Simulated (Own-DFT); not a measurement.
Simulation results for Si47N64 (beta silicon nitride with one vacancy, atoms displaced)

All values are calculated (Own-DFT development build). A calculation, not a measurement: plane-wave PBE density functional theory by an unreviewed code, no spin, of a simulated periodic cell, stress positive in tension, free energy of the whole cell less one offset for each atom, some atoms lie very close together, defect cell not probed for a lower state with spin; forces on such cells moved up to 12 meV/angstrom on a denser k mesh; offsets are fitted by least squares, one for each functional and potential file, so energies compare only between cells with the same atoms and settings and are not formation energies; the far tail of each file's local potential was reset to the Coulomb form; each entry is a single point on an unrelaxed cell, so the pressure reflects the starting lattice, mostly measured values (interpolated for alloys), from which strain is counted, and rises with the displacements; printed positions are rounded, which can move forces by about a meV/angstrom; the program, named Own-DFT, is a retired in-house code; no spin-orbit coupling; before rounding, a Quantum ESPRESSO 7.3.1 run of the same cell and cutoff gave forces within 1 meV/angstrom rms on each cell, which checks the program and not the settings.

Settings shared by all entries: functional PBE; potential files PseudoDojo norm-conserving, scalar-relativistic, standard set; wave cutoff 42 hartree; occupations Fermi-Dirac; smearing width 0.1 eV; k mesh 2 x 2 x 4 centred on Gamma.

```yaml
- entry: 1
  formula: Si47N64
  kind: "beta silicon nitride with one vacancy, atoms displaced"
  structure:
    cell_angstrom: [[15.212, 0.0, 0.0], [-7.606, 13.174, 0.0], [0.0, 0.0, 5.818]]
    atoms_fractional:
      - [Si, 0.08097, 0.377, 0.13386]
      - [Si, 0.10652, 0.19436, 0.11248]
      - [Si, 0.29646, 0.40596, 0.14129]
      - [Si, 0.4023, 0.11712, 0.36179]
      - [Si, 0.38566, 0.2984, 0.3714]
      - [Si, 0.19647, 0.08678, 0.37276]
      - ["N", 0.17358, 0.01057, 0.13842]
      - ["N", 0.47964, 0.14869, 0.10645]
      - ["N", 0.3476, 0.33201, 0.13929]
      - ["N", 0.32836, 0.47266, 0.35371]
      - ["N", 0.02017, 0.35912, 0.36272]
      - ["N", 0.14522, 0.17161, 0.41241]
      - ["N", 0.16853, 0.32905, 0.12274]
      - ["N", 0.33423, 0.16491, 0.35914]
      - [Si, 0.08026, 0.38445, 0.62494]
      - [Si, 0.11602, 0.19474, 0.61667]
      - [Si, 0.29335, 0.40575, 0.64123]
      - [Si, 0.41582, 0.12103, 0.86224]
      - [Si, 0.37048, 0.29319, 0.88243]
      - [Si, 0.20338, 0.08395, 0.87745]
      - ["N", 0.16229, 0.01199, 0.63707]
      - ["N", 0.4717, 0.13927, 0.65562]
      - ["N", 0.3577, 0.32587, 0.63226]
      - ["N", 0.32897, 0.47775, 0.88424]
      - ["N", 0.00959, 0.34885, 0.86526]
      - ["N", 0.154, 0.16872, 0.90244]
      - ["N", 0.16749, 0.33468, 0.64751]
      - ["N", 0.33332, 0.17658, 0.89562]
      - [Si, 0.08748, 0.88883, 0.13194]
      - [Si, 0.1172, 0.70988, 0.14074]
      - [Si, 0.29006, 0.91853, 0.1356]
      - [Si, 0.41169, 0.61977, 0.36837]
      - [Si, 0.37822, 0.79092, 0.38008]
      - [Si, 0.19236, 0.58548, 0.38436]
      - ["N", 0.15933, 0.50796, 0.12528]
      - ["N", 0.48597, 0.64675, 0.11475]
      - ["N", 0.35389, 0.82611, 0.11652]
      - ["N", 0.32968, 0.9908, 0.37035]
      - ["N", 0.00781, 0.84914, 0.35505]
      - ["N", 0.14638, 0.65596, 0.36102]
      - ["N", 0.16508, 0.83162, 0.10519]
      - ["N", 0.33858, 0.67189, 0.36765]
      - [Si, 0.08813, 0.88527, 0.59096]
      - [Si, 0.11955, 0.7062, 0.63764]
      - [Si, 0.30698, 0.91001, 0.63577]
      - [Si, 0.41762, 0.61695, 0.86131]
      - [Si, 0.37797, 0.80411, 0.87186]
      - [Si, 0.2091, 0.59526, 0.87975]
      - ["N", 0.17256, 0.51853, 0.63804]
      - ["N", 0.49068, 0.65156, 0.61824]
      - ["N", 0.34532, 0.82639, 0.61487]
      - ["N", 0.344, 0.9851, 0.88018]
      - ["N", 0.02578, 0.8565, 0.86678]
      - ["N", 0.14648, 0.66463, 0.88135]
      - ["N", 0.17407, 0.83262, 0.62669]
      - ["N", 0.32735, 0.66164, 0.862]
      - [Si, 0.57836, 0.38515, 0.13223]
      - [Si, 0.61367, 0.20531, 0.1114]
      - [Si, 0.79493, 0.40603, 0.11349]
      - [Si, 0.9144, 0.12277, 0.36255]
      - [Si, 0.87909, 0.29228, 0.37016]
      - [Si, 0.70325, 0.08419, 0.38135]
      - ["N", 0.67071, 0.01797, 0.13922]
      - ["N", 0.9854, 0.14776, 0.11598]
      - ["N", 0.8434, 0.32736, 0.12106]
      - ["N", 0.83276, 0.48401, 0.36831]
      - ["N", 0.5242, 0.36018, 0.36557]
      - ["N", 0.66149, 0.17047, 0.38821]
      - ["N", 0.66335, 0.3322, 0.1087]
      - ["N", 0.82615, 0.1606, 0.37513]
      - [Si, 0.61877, 0.197, 0.60894]
      - [Si, 0.79963, 0.41332, 0.61396]
      - [Si, 0.91656, 0.11731, 0.88611]
      - [Si, 0.88181, 0.29255, 0.86399]
      - [Si, 0.70137, 0.08935, 0.86499]
      - ["N", 0.66993, 0.02081, 0.63501]
      - ["N", 0.98665, 0.15386, 0.61989]
      - ["N", 0.8547, 0.34091, 0.63047]
      - ["N", 0.83683, 0.48338, 0.87994]
      - ["N", 0.5028, 0.35148, 0.85693]
      - ["N", 0.64842, 0.16645, 0.87241]
      - ["N", 0.66608, 0.34561, 0.61898]
      - ["N", 0.82785, 0.1611, 0.89072]
      - [Si, 0.57597, 0.87731, 0.14572]
      - [Si, 0.6182, 0.70234, 0.12135]
      - [Si, 0.80419, 0.91111, 0.14202]
      - [Si, 0.91349, 0.6113, 0.37683]
      - [Si, 0.88387, 0.79754, 0.36918]
      - [Si, 0.69999, 0.58633, 0.39967]
      - ["N", 0.66971, 0.52198, 0.12059]
      - ["N", 0.97986, 0.64675, 0.1169]
      - ["N", 0.85637, 0.82844, 0.11851]
      - ["N", 0.83167, 0.99726, 0.41662]
      - ["N", 0.51923, 0.85765, 0.37051]
      - ["N", 0.6458, 0.66664, 0.38233]
      - ["N", 0.67266, 0.83414, 0.14304]
      - ["N", 0.83396, 0.66732, 0.37831]
      - [Si, 0.59422, 0.88502, 0.65091]
      - [Si, 0.61736, 0.70367, 0.63683]
      - [Si, 0.79692, 0.9105, 0.65187]
      - [Si, 0.92582, 0.61653, 0.87898]
      - [Si, 0.89016, 0.80788, 0.88494]
      - [Si, 0.69452, 0.57451, 0.89723]
      - ["N", 0.6757, 0.52623, 0.61306]
      - ["N", 0.99631, 0.66027, 0.6445]
      - ["N", 0.83894, 0.82115, 0.62403]
      - ["N", 0.83975, 0.99173, 0.86604]
      - ["N", 0.5191, 0.84297, 0.84665]
      - ["N", 0.64312, 0.66714, 0.86992]
      - ["N", 0.65831, 0.8309, 0.61298]
      - ["N", 0.83173, 0.66514, 0.89367]
  results:
    "free_energy_of_cell_above_offsets [eV]": "26.132"
    "pressure [GPa]": 13.75
    "stress_xx [GPa]": -10.71
    "stress_yy [GPa]": -9.32
    "stress_zz [GPa]": -21.23
    "stress_yz [GPa]": 1.32
    "stress_xz [GPa]": 6.21
    "stress_xy [GPa]": 0.69
    force_element: [Si, Si, Si, Si, Si, Si, "N", "N", "N", "N", "N", "N", "N", "N", Si, Si, Si, Si, Si, Si, "N", "N", "N", "N", "N", "N", "N", "N", Si, Si, Si, Si, Si, Si, "N", "N", "N", "N", "N", "N", "N", "N", Si, Si, Si, Si, Si, Si, "N", "N", "N", "N", "N", "N", "N", "N", Si, Si, Si, Si, Si, Si, "N", "N", "N", "N", "N", "N", "N", "N", Si, Si, Si, Si, Si, "N", "N", "N", "N", "N", "N", "N", "N", Si, Si, Si, Si, Si, Si, "N", "N", "N", "N", "N", "N", "N", "N", Si, Si, Si, Si, Si, Si, "N", "N", "N", "N", "N", "N", "N", "N"]
    "force_x [eV/angstrom]": [4.454, 1.432, -1.616, 7.818, 4.322, 1.908, -1.241, 1.912, -0.695, 0.201, -4.686, 11.43, -3.181, -7.882, 3.875, -11.04, 1.479, -8.595, 3.64, 0.638, -0.191, 9.325, -6.297, 1.24, 0.743, 2.869, -1.895, 1.173, 0.797, 0.151, 2.974, 2.667, 3.75, 7.108, -0.035, -0.866, -5.379, 1.01, 3.238, -5.679, -1.383, -2.216, 1.538, 2.171, -4.057, -1.769, 7.006, -3.332, -1.702, -3.22, -0.979, -1.204, -2.411, 0.789, -1.588, 4.876, 3.37, -0.494, -1.284, -0.227, -0.009, -1.175, -1.412, -1.481, 0.973, 1.118, -5.058, -0.684, -0.299, 3.217, -5.861, -2.656, -3.113, -0.81, -0.018, -0.49, -0.169, 1.264, 0.791, 1.822, 0.838, 1.339, 2.348, 6.301, -1.35, -3.124, -1.575, -1.329, -0.885, -0.587, 4.358, -5.722, 2.077, -4.99, 1.999, -0.591, 1.284, -0.756, -1.007, -1.963, -6.668, 4.775, 0.269, 0.397, -2.621, -0.107, 1.052, -6.768, 4.306, 6.722, 1.277]
    "force_y [eV/angstrom]": [2.753, 5.793, -1.323, -0.343, 0.421, 2.09, 2.347, 0.887, -0.554, 6.852, -3.402, -7.492, -2.335, 2.473, 1.457, 7.837, 1.441, -2.491, 3.431, 2.211, 1.576, 3.968, 2.997, 1.843, -0.375, -3.391, -2.746, -8.889, -2.709, -4.341, -0.72, -2.762, 2.643, -4.576, 2.438, 0.557, 3.553, -3.258, 1.82, 5.065, 2.355, -4.211, -1.708, -0.804, 3.115, -1.717, -4.715, -5.229, -1.23, -1.627, 1.305, -1.013, -0.475, 0.444, 2.091, 4.963, 2.129, -1.021, 1.537, -1.25, 0.822, -1.168, -2.292, -0.554, -0.235, -0.398, -3.253, -0.658, 1.021, 4.459, 3.834, 0.692, 0.442, -0.507, -0.524, -3.351, 0.111, -1.57, 0.912, 0.676, -0.508, -3.436, 2.262, 3.318, 0.344, 1.743, 1.332, -3.93, 4.913, -6.184, 2.81, 4.269, -4.009, -2.441, -0.716, 0.384, -0.026, 4.556, 0.747, -0.644, -2.792, -5.166, 6.713, -4.629, -1.691, 2.477, -2.775, -2.151, -2.335, 0.458, 0.963]
    "force_z [eV/angstrom]": [-6.013, 5.202, -6.439, 1.354, 1.571, 2.276, -0.718, 4.193, -1.357, 9.348, 4.755, -20.5, 0.407, 0.846, 0.385, 18.91, -2.265, 11.41, 2.329, 1.489, -2.894, -17.23, -3.682, -0.53, 2.017, -5.517, -0.979, -0.873, -4.101, -2.708, -2.198, -0.415, -3.138, -1.488, 0.349, 0.936, 5.182, 2.304, 1.966, 2.388, 1.676, 0.418, 4.573, -1.139, -1.444, 1.065, -2.737, 1.598, -1.437, -0.856, 0.835, 0.217, -0.338, 1.108, -1.428, 0.077, -6.99, 1.567, 0.739, 3.671, 0.522, -0.441, -3.187, 2.788, -0.081, -0.529, 4.546, -4.972, 0.301, 0.001, 4.498, 1.882, -5.62, 1.851, 5.07, -1.497, 0.936, -2.336, -1.882, 3.596, -0.578, -0.101, -0.746, -7.94, 1.784, 0.397, 0.25, 2.564, -9.073, 9.8, 6.439, 4.353, -3.503, 7.629, -1.048, -0.9, -0.142, -7.6, -3.904, -3.983, -2.54, -6.901, -11.84, 10.55, -4.015, 0.636, 4.543, 9.271, 3.023, 0.948, -0.561]
- entry: 2
  formula: Si47N64
  kind: "beta silicon nitride with one vacancy, atoms displaced"
  structure:
    cell_angstrom: [[15.212, 0.0, 0.0], [-7.606, 13.174, 0.0], [0.0, 0.0, 5.818]]
    atoms_fractional:
      - [Si, 0.08569, 0.38804, 0.12133]
      - [Si, 0.11731, 0.20512, 0.10438]
      - [Si, 0.29709, 0.41354, 0.13334]
      - [Si, 0.41192, 0.11038, 0.38412]
      - [Si, 0.37677, 0.2978, 0.38422]
      - [Si, 0.20515, 0.09104, 0.35493]
      - ["N", 0.15084, 0.9921, 0.11559]
      - ["N", 0.4912, 0.15159, 0.11653]
      - ["N", 0.35436, 0.32524, 0.12563]
      - ["N", 0.32601, 0.4779, 0.32149]
      - ["N", 0.01148, 0.34438, 0.36502]
      - ["N", 0.15451, 0.16492, 0.37016]
      - ["N", 0.16436, 0.33153, 0.12466]
      - ["N", 0.32748, 0.17232, 0.35359]
      - [Si, 0.07488, 0.37819, 0.60342]
      - [Si, 0.11095, 0.20702, 0.62766]
      - [Si, 0.30784, 0.42447, 0.62035]
      - [Si, 0.39816, 0.10549, 0.84627]
      - [Si, 0.378, 0.29765, 0.86201]
      - [Si, 0.20823, 0.07946, 0.85492]
      - ["N", 0.16004, 0.01421, 0.63032]
      - ["N", 0.48094, 0.14312, 0.6363]
      - ["N", 0.34111, 0.32922, 0.64373]
      - ["N", 0.33335, 0.48776, 0.87628]
      - ["N", 0.00526, 0.33698, 0.8791]
      - ["N", 0.14874, 0.17397, 0.87975]
      - ["N", 0.16774, 0.33073, 0.61303]
      - ["N", 0.33328, 0.15545, 0.86299]
      - [Si, 0.0837, 0.88923, 0.12733]
      - [Si, 0.11096, 0.69957, 0.12774]
      - [Si, 0.29792, 0.90877, 0.14443]
      - [Si, 0.398, 0.59916, 0.35521]
      - [Si, 0.3875, 0.80157, 0.38829]
      - [Si, 0.19242, 0.58912, 0.37107]
      - ["N", 0.16775, 0.51574, 0.14388]
      - ["N", 0.48713, 0.64495, 0.11535]
      - ["N", 0.34303, 0.82752, 0.13953]
      - ["N", 0.32989, 0.97343, 0.38106]
      - ["N", 0.0095, 0.84112, 0.37171]
      - ["N", 0.15915, 0.67354, 0.35608]
      - ["N", 0.18025, 0.8446, 0.10189]
      - ["N", 0.33833, 0.66368, 0.3474]
      - [Si, 0.09306, 0.88403, 0.64027]
      - [Si, 0.12148, 0.70734, 0.64201]
      - [Si, 0.29578, 0.92185, 0.65894]
      - [Si, 0.40765, 0.61474, 0.90651]
      - [Si, 0.39189, 0.80033, 0.87436]
      - [Si, 0.20171, 0.59387, 0.86403]
      - ["N", 0.16265, 0.52454, 0.64019]
      - ["N", 0.47869, 0.64734, 0.6177]
      - ["N", 0.35854, 0.84466, 0.61669]
      - ["N", 0.32921, 0.98325, 0.89809]
      - ["N", 0.01651, 0.84505, 0.85423]
      - ["N", 0.14561, 0.6687, 0.87301]
      - ["N", 0.16832, 0.83681, 0.63405]
      - ["N", 0.32867, 0.65765, 0.84624]
      - [Si, 0.59434, 0.38681, 0.13539]
      - [Si, 0.61385, 0.21269, 0.12809]
      - [Si, 0.79102, 0.40662, 0.12571]
      - [Si, 0.90442, 0.10754, 0.37621]
      - [Si, 0.69358, 0.08215, 0.39871]
      - ["N", 0.66658, 0.01227, 0.15055]
      - ["N", 0.97699, 0.14901, 0.09933]
      - ["N", 0.84541, 0.33306, 0.1368]
      - ["N", 0.82915, 0.4802, 0.34974]
      - ["N", 0.50445, 0.33767, 0.38097]
      - ["N", 0.65497, 0.1675, 0.40342]
      - ["N", 0.6668, 0.32962, 0.14895]
      - ["N", 0.8334, 0.17662, 0.38089]
      - [Si, 0.58238, 0.38442, 0.6153]
      - [Si, 0.61707, 0.20861, 0.6116]
      - [Si, 0.80124, 0.41437, 0.62647]
      - [Si, 0.90371, 0.11338, 0.90077]
      - [Si, 0.88338, 0.29798, 0.87231]
      - [Si, 0.70137, 0.08955, 0.84809]
      - ["N", 0.66739, 0.0113, 0.64321]
      - ["N", 0.99649, 0.15526, 0.62167]
      - ["N", 0.85735, 0.34069, 0.63503]
      - ["N", 0.82569, 0.48059, 0.87724]
      - ["N", 0.51819, 0.35292, 0.86413]
      - ["N", 0.64578, 0.16463, 0.88214]
      - ["N", 0.66585, 0.33222, 0.61789]
      - ["N", 0.83443, 0.15841, 0.85086]
      - [Si, 0.58371, 0.87162, 0.14153]
      - [Si, 0.61407, 0.70415, 0.13986]
      - [Si, 0.79992, 0.9177, 0.12812]
      - [Si, 0.91659, 0.61957, 0.35538]
      - [Si, 0.89021, 0.80407, 0.3573]
      - [Si, 0.70982, 0.59793, 0.37669]
      - ["N", 0.6575, 0.50757, 0.12994]
      - ["N", 0.98694, 0.64838, 0.10413]
      - ["N", 0.84631, 0.82497, 0.12434]
      - ["N", 0.82481, 0.98478, 0.36483]
      - ["N", 0.52105, 0.85962, 0.38618]
      - ["N", 0.65133, 0.67023, 0.37721]
      - ["N", 0.67365, 0.83734, 0.12011]
      - ["N", 0.83514, 0.65967, 0.36323]
      - [Si, 0.59127, 0.88089, 0.63706]
      - [Si, 0.60906, 0.69979, 0.62475]
      - [Si, 0.79323, 0.91306, 0.62669]
      - [Si, 0.91432, 0.61976, 0.88948]
      - [Si, 0.87647, 0.79811, 0.8681]
      - [Si, 0.6927, 0.58678, 0.88104]
      - ["N", 0.66781, 0.52012, 0.63338]
      - ["N", 0.97395, 0.64075, 0.62594]
      - ["N", 0.84352, 0.82928, 0.61781]
      - ["N", 0.83573, 0.98181, 0.87183]
      - ["N", 0.51264, 0.84463, 0.86562]
      - ["N", 0.66474, 0.67878, 0.86253]
      - ["N", 0.6692, 0.83234, 0.59598]
      - ["N", 0.83128, 0.67499, 0.89022]
  results:
    "free_energy_of_cell_above_offsets [eV]": "27.228"
    "pressure [GPa]": 13.69
    "stress_xx [GPa]": -12.68
    "stress_yy [GPa]": -15.69
    "stress_zz [GPa]": -12.7
    "stress_yz [GPa]": -4.96
    "stress_xz [GPa]": -2.11
    "stress_xy [GPa]": -0.43
    force_element: [Si, Si, Si, Si, Si, Si, "N", "N", "N", "N", "N", "N", "N", "N", Si, Si, Si, Si, Si, Si, "N", "N", "N", "N", "N", "N", "N", "N", Si, Si, Si, Si, Si, Si, "N", "N", "N", "N", "N", "N", "N", "N", Si, Si, Si, Si, Si, Si, "N", "N", "N", "N", "N", "N", "N", "N", Si, Si, Si, Si, Si, "N", "N", "N", "N", "N", "N", "N", "N", Si, Si, Si, Si, Si, Si, "N", "N", "N", "N", "N", "N", "N", "N", Si, Si, Si, Si, Si, Si, "N", "N", "N", "N", "N", "N", "N", "N", Si, Si, Si, Si, Si, Si, "N", "N", "N", "N", "N", "N", "N", "N"]
    "force_x [eV/angstrom]": [-0.516, -3.072, 0.242, -0.174, 2.18, -1.545, 3.202, -5.227, -4.772, 0.779, -0.081, -3.259, 0.118, 4.261, 1.694, 7.945, -3.431, 8.84, 6.513, -4.057, 0.552, 0.657, -2.202, 0.748, 4.047, 5.855, -0.601, -7.153, -0.79, 1.39, 1.43, 2.811, 1.696, 5.122, -0.956, 0.019, 2.877, -0.212, 4.146, -3.349, -6.525, -3.778, -2.871, -4.078, 2.066, 0.008, -4.803, 0.207, -0.654, 0.021, -1.549, 0.744, -3.405, 3.065, 2.066, -0.646, -3.472, 4.557, 2.101, 1.09, 2.042, -0.625, 5.263, 1.52, 0.707, 1.617, -1.257, -2.561, 0.531, 2.118, -0.594, -0.246, 2.914, -1.424, -0.162, -0.3, -10.19, -1.348, 0.168, -1.73, 0.469, -1.148, -7.312, 0.099, 2.458, 1.152, 0.352, -1.245, -0.273, -0.276, 1.113, -3.651, 1.225, -1.201, 0.771, -1.695, -2.198, -0.564, 0.449, 2.069, -5.264, 3.306, 3.799, -0.765, 3.472, -0.529, -0.068, 3.446, -3.87, -2.009, 1.57]
    "force_y [eV/angstrom]": [-2.441, -0.271, -14.49, 1.254, -0.909, -3.471, 25.43, -3.009, 3.665, 9.291, 0.395, 1.371, 1.79, -3.409, 0.693, 0.26, -3.724, 1.252, -2.283, 1.534, -1.166, 0.41, 2.838, -1.512, 3.148, -3.646, 5.723, 5.441, -20.65, 5.191, 0.186, 6.006, -2.223, -1.478, 0.513, 0.227, -0.025, 5.355, 2.214, 1.683, -6.76, 1.331, 0.313, 0.153, -4.313, 0.259, -2.419, -0.606, -4.051, -1.408, 0.014, 0.402, -1.111, -1.667, -1.401, 4.531, -4.769, -7.059, 0.383, 6.66, 1.841, -0.45, 1.764, -1.375, 3.279, 2.016, -0.459, 4.706, -2.817, 0.839, -1.701, -0.788, -2.945, -1.711, 2.369, -2.857, -5.994, 0.45, 2.367, -0.996, 0.537, 2.66, 3.247, 4.537, 1.306, -2.43, -3.575, -3.953, -3.629, 6.224, 0.637, 4.067, -1.166, -1.916, -1.067, -2.865, 3.922, 0.578, 0.247, -0.624, -2.379, 0.25, -0.366, -0.954, 1.897, 1.843, 0.287, 0.907, 0.309, -1.034, -4.677]
    "force_z [eV/angstrom]": [0.471, 6.486, -17.14, -3.436, -0.126, 0.632, -0.534, 1.305, -1.14, 18.52, -1.741, -0.801, -0.416, 1.037, 3.473, -1.338, 0.395, 4.776, 5.43, 4.964, -4.949, -2.811, -5.781, 0.157, -0.954, -4.982, 0.072, 0.127, -0.965, -1.573, -1.284, 2.612, -2.394, 2.013, -4.012, 3.168, -2.345, 3.429, 0.739, 3.514, 1.06, 0.857, -3.754, -5.315, -4.799, -6.733, 0.008, 4.428, -4.75, 0.286, 4.531, 0.839, 4.547, 2.845, -0.546, 1.248, -1.238, -0.193, -1.606, 0.451, -3.139, -2.746, 8.934, -2.658, 4.08, -0.611, -4.098, -0.402, 0.321, 0.874, 4.756, -2.072, -7.879, 2.109, 7.943, -2.713, -0.796, -0.382, 0.594, 2.096, -1.105, 0.219, -0.6, -1.74, -3.278, -1.9, 2.55, 4.121, 0.591, 0.507, 4.752, -0.95, 2.88, 0.508, 0.027, -0.146, -0.061, -1.677, 0.142, -1.2, -5.832, -1.169, 0.336, -2.21, -1.016, -1.75, 0.398, 3.121, 2.242, 1.456, -0.201]
```
